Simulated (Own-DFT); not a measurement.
# Hybrid less PBE against volume: monoclinic HfO2, 94 atoms (Hf32O62), with two O vacancies

All values are computed. Each geometry was run twice at fixed positions with Own-DFT, a retired in-house plane-wave program that no person has reviewed: with PBE, and with HSE06 (exact exchange share 0.25 at short range, screening 0.11 per bohr, Gygi-Baldereschi treatment of its divergence). Both used PseudoDojo norm-conserving files made for PBE, a cutoff of 48 hartree, the Gamma point alone, fixed occupations, a neutral cell and no spin. With Gamma alone and a thickness of 10.1 Å, finite-size errors remain in every number. The hafnium file keeps the 4f electrons in the core, and its forces lie about 75 meV/Å off all-electron values. The oxygen file's force components were 24 meV/Å off all-electron values in a glass.

Unstrained cell vectors in Å: (10.234, 0.000, 0.000); (0.000, 10.350, 0.000); (-1.695, 0.000, 10.445), volume V0 = 1106.4 Å³, from measured lattice constants. Each geometry has its own random strain of a few per cent, its own defect sites and random moves of rms u per axis. HSE06 gave the energy alone. D is its energy less that of PBE, over the lowest D shown. The PBE stress wasn't checked against mesh or cutoff.

```
run  V - V0 (Å³)   u (Å)  P with PBE (GPa)  D (eV)
  1         -9.6  0.0284              6.18   0.861
  2        -11.4  0.0294              6.58   0.830
  3        -35.6  0.0521             14.84   0.262
  4        -16.7  0.0527              9.84   0.908
  5         35.8  0.0513             -1.51   2.058
  6         -6.1  0.0500              6.89   0.967
  7        -18.7  0.0478              9.11   0.729
  8        -48.8  0.0480             17.77   0.000
  9         20.5  0.0488              1.29   1.646
 10          5.5  0.0496              3.78   1.309
 11          5.7  0.0478              4.77       ?
```

## Fit

D = 1.05 + 0.0241 (V - V0) + 51 u² eV, with an error of 0.0008 on the volume slope, 27 on the last term and a scatter of 0.06 eV. Pressure is -dE/dV, and 1 eV/Å³ is 160.2 GPa, so HSE06 changes the pressure by -3.9 ± 0.1 GPa. With the ions held to the strained lattice, the PBE pressure falls by 257 ± 10 GPa per unit of volume strain; the shape of the strain isn't fitted, so the true error is larger, and a relaxed crystal would be softer. On that slope HSE06's volume at a given pressure is about 1.5 % smaller, or 0.5 % in lengths. At u = 0 and V0 the PBE pressure is 2.9 GPa, which puts the zero-pressure volume, against the measured cell and with the defects in, at +1.1 % for PBE and -0.4 % for HSE06, each good to a few tenths of a per cent.

## The run left out

Asked: what D should run 11 give?

From the fit: 1.31 eV, with rows scattering by 0.06. The run itself gave 1.342 eV.
